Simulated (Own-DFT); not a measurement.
InAs (zincblende, strongly disordered by large displacements) (calculated)

Computed with Own-DFT development build. A calculation, not a measurement: plane-wave PBE density functional theory by an unreviewed code, no spin, of a simulated periodic cell, stress positive in tension, free energy of the whole cell less one offset for each atom, forces on such cells passed a denser k mesh, this cell's mesh not checked; broken bonds can close the gap or carry spin, so checks made on this kind of crystal may not hold here; offsets are fitted by least squares, one for each functional and potential file, so energies compare only between cells with the same atoms and settings and are not formation energies; the far tail of each file's local potential was reset to the Coulomb form; each entry is a single point on an unrelaxed cell, so the pressure reflects the starting lattice, mostly measured values (interpolated for alloys), from which strain is counted, and rises with the displacements; printed positions are rounded, which can move forces by about a meV/angstrom; the program, named Own-DFT, is a retired in-house code; no spin-orbit coupling.

```json
{"formula": "InAs", "kind": "zincblende, strongly disordered by large displacements", "structure": {"cell_angstrom": [[12.1166, 0.0, 0.0], [0.0, 12.1166, 0.0], [0.0, 0.0, 12.1166]], "atoms_fractional": [["In", 0.99714, 0.00714, 0.00387], ["In", 0.98887, 0.2531, 0.2319], ["In", 0.23897, 0.97338, 0.25176], ["In", 0.24155, 0.25967, 0.99894], ["As", 0.10172, 0.13997, 0.10101], ["As", 0.13022, 0.3817, 0.38543], ["As", 0.36164, 0.11352, 0.38693], ["As", 0.39457, 0.36662, 0.1186], ["In", 0.01558, 0.9608, 0.52293], ["In", 0.99899, 0.23185, 0.72928], ["In", 0.24952, 0.98119, 0.75024], ["In", 0.24244, 0.22842, 0.49853], ["As", 0.12439, 0.16188, 0.61414], ["As", 0.1414, 0.38032, 0.87304], ["As", 0.37444, 0.1437, 0.86217], ["As", 0.3782, 0.39325, 0.62702], ["In", 0.00525, 0.48332, 0.99374], ["In", 0.001, 0.71983, 0.24142], ["In", 0.27862, 0.49491, 0.2897], ["In", 0.22631, 0.74277, 0.01485], ["As", 0.15236, 0.62326, 0.11558], ["As", 0.11768, 0.89989, 0.38297], ["As", 0.36831, 0.60734, 0.37081], ["As", 0.36109, 0.86361, 0.12931], ["In", 0.98766, 0.53343, 0.4823], ["In", 0.99034, 0.74235, 0.75425], ["In", 0.25075, 0.50547, 0.73053], ["In", 0.25739, 0.77697, 0.49277], ["As", 0.1175, 0.60812, 0.59135], ["As", 0.12244, 0.86869, 0.88061], ["As", 0.37896, 0.65476, 0.8624], ["As", 0.38855, 0.86136, 0.64132], ["In", 0.46871, 0.02407, 0.01549], ["In", 0.46584, 0.21137, 0.24177], ["In", 0.77581, 0.96832, 0.26128], ["In", 0.75555, 0.25455, 0.97066], ["As", 0.61311, 0.11672, 0.09469], ["As", 0.63169, 0.39358, 0.39438], ["As", 0.90453, 0.12042, 0.35133], ["As", 0.87227, 0.37818, 0.13732], ["In", 0.49787, 0.9712, 0.49418], ["In", 0.51875, 0.23796, 0.73842], ["In", 0.79073, 0.03047, 0.7757], ["In", 0.70701, 0.24145, 0.51291], ["As", 0.64688, 0.12447, 0.61724], ["As", 0.61061, 0.36595, 0.84751], ["As", 0.86983, 0.15164, 0.89079], ["As", 0.88164, 0.37816, 0.62838], ["In", 0.50634, 0.4764, 0.99421], ["In", 0.45501, 0.73583, 0.25781], ["In", 0.77879, 0.49853, 0.24121], ["In", 0.7603, 0.75959, 0.95878], ["As", 0.6034, 0.63162, 0.11139], ["As", 0.61835, 0.89441, 0.35934], ["As", 0.85248, 0.63618, 0.37208], ["As", 0.87133, 0.8858, 0.10502], ["In", 0.48662, 0.53942, 0.47414], ["In", 0.48743, 0.75792, 0.76113], ["In", 0.72118, 0.49331, 0.77882], ["In", 0.75756, 0.73981, 0.53249], ["As", 0.59634, 0.61197, 0.65603], ["As", 0.61469, 0.87346, 0.90549], ["As", 0.86095, 0.66089, 0.86972], ["As", 0.87109, 0.85227, 0.63762]]}, "settings": {"functional": "PBE", "potential_files": "PseudoDojo norm-conserving, scalar-relativistic, standard set", "wave_cutoff [hartree]": 42.0, "occupations": "Fermi-Dirac", "smearing_width [eV]": 0.1, "hardware": "one NVIDIA H200", "k_mesh": "3 x 3 x 3 centred on Gamma"}, "results": {"free_energy_of_cell_above_offsets [eV]": "12.049", "pressure [GPa]": 11.54, "stress_xx [GPa]": -11.65, "stress_yy [GPa]": -11.38, "stress_zz [GPa]": -11.6, "stress_yz [GPa]": 0.47, "stress_xz [GPa]": 2.8, "stress_xy [GPa]": -0.84, "force_element": ["In", "In", "In", "In", "As", "As", "As", "As", "In", "In", "In", "In", "As", "As", "As", "As", "In", "In", "In", "In", "As", "As", "As", "As", "In", "In", "In", "In", "As", "As", "As", "As", "In", "In", "In", "In", "As", "As", "As", "As", "In", "In", "In", "In", "As", "As", "As", "As", "In", "In", "In", "In", "As", "As", "As", "As", "In", "In", "In", "In", "As", "As", "As", "As"], "force_x [eV/angstrom]": [-0.159, 2.46, 0.8, 1.393, 2.769, -1.136, 0.446, -2.348, -2.845, -2.631, -0.045, 3.879, -1.328, -1.328, -1.154, 1.468, -0.332, 0.236, -7.497, 4.567, -4.516, 0.698, -0.955, 0.136, -2.207, 4.113, -0.626, -0.723, 3.376, -0.879, -4.696, -2.237, -1.928, 2.19, 0.274, -6.725, 3.457, -0.402, -1.835, 0.776, -0.444, -2.375, -3.743, 5.73, -4.159, -1.09, 8.603, -1.318, 0.282, 3.692, -5.013, -6.061, 1.268, -0.228, -0.042, 0.222, 7.565, 6.265, 5.164, -3.769, 0.729, -2.129, 5.459, 0.886], "force_y [eV/angstrom]": [-0.989, 0.358, 2.856, -0.453, 0.168, -0.58, -1.836, -0.268, 3.411, 3.113, 1.85, 4.624, -6.804, 0.362, -1.176, -2.033, 1.207, 1.52, -9.544, 5.512, -7.264, -3.804, 12.09, 1.037, -3.827, -0.289, 1.351, -1.399, 3.57, 0.547, -4.968, 2.639, -2.34, 0.828, 2.35, 5.391, 1.853, 0.236, -1.804, -1.566, 1.929, -1.172, -4.315, 8.38, -9.457, -1.756, -2.57, 0.694, 2.152, 1.703, 2.398, 5.524, -0.15, -3.091, 1.148, -2.582, -5.24, 1.479, 3.634, -1.62, 0.785, 2.738, -10.75, 4.209], "force_z [eV/angstrom]": [-1.709, 1.32, -1.502, 0.624, 1.606, -0.77, -0.484, 1.606, 3.215, 3.433, 0.085, -2.984, 2.014, -1.885, -0.023, -1.826, 0.355, -0.541, -8.322, -5.846, 5.969, -2.598, 2.78, -1.288, -1.305, -1.432, 1.513, 0.335, 3.633, -0.498, 4.27, -3.391, -1.944, -0.576, -0.167, 5.113, 2.928, -1.584, 2.782, -4.945, 1.54, -2.175, -3.357, -7.112, 6.966, 4.487, -1.726, -0.315, -0.648, -1.862, 1.979, 8.156, 0.424, -0.217, -0.331, 0.163, 7.362, 0.256, -2.955, -1.584, -2.103, -1.833, -4.123, 1.045], "wall_time [s]": 1291.0}}
```
